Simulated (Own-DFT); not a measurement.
# Same atoms, different arrangement: C16Si16, 32 atoms

Calculated results; nothing here was measured. The program, named Own-DFT, is a retired in-house plane-wave density functional code that no person has reviewed. Each row is one single-point run on a periodic cell that was not relaxed, without spin or spin-orbit coupling.

Settings of every run: PBE; PseudoDojo norm-conserving scalar-relativistic files; cutoff 42 hartree; 5 x 5 x 3 k mesh centred on Gamma; Fermi-Dirac smearing of 0.1 eV.

Known limits: forces on such cells passed a denser k mesh, each cell not checked; stress not checked against mesh or cutoff.

All cells hold the same atoms in the same cell, with vectors in Å (6.165, 0.000, 0.000); (-3.083, 5.339, 0.000); (0.000, 0.000, 10.068). Every atom was moved at random from its ideal site; u is the rms move along one axis. E is the free energy of the cell above the lowest run. The arrangements:

- A: 2H SiC
- B: 4H SiC

| arrangement | u (Å) | E (eV) | P (GPa) |
|---|---|---|---|
| A | 0.0312 | 0.055 | 3.98 |
| A | 0.0318 | 0.149 | 4.06 |
| A | 0.0343 | 0.515 | 4.38 |
| A | 0.0562 | 2.593 | 5.76 |
| A | 0.0630 | 3.320 | 6.18 |
| A | 0.0652 | 4.075 | 6.80 |
| B | 0.0302 | 0.000 | 3.78 |
| B | 0.0304 | 0.265 | 4.15 |
| B | 0.0347 | 0.144 | 4.00 |
| B | 0.0536 | 2.415 | 5.95 |
| B | 0.0570 | 2.435 | 5.75 |
| B | 0.0609 | 3.037 | 5.58 |

Question: once the cost of the random moves is taken out, how do the arrangements rank?

## Worked answer

Fit E = a + b u², with one b for all and one a for each arrangement, and with residuals divided by u², since the noise grows with the moves. Then b = 1105 eV/Å², the scatter at u = 0.04 Å is 0.19 eV, and against A:

- B: -0.02 ± 0.09 eV (not told apart from A)

These are energies of unrelaxed cells. Relaxing the atoms lowers the strained arrangements most, so the gaps would shrink and small ones could change sign.
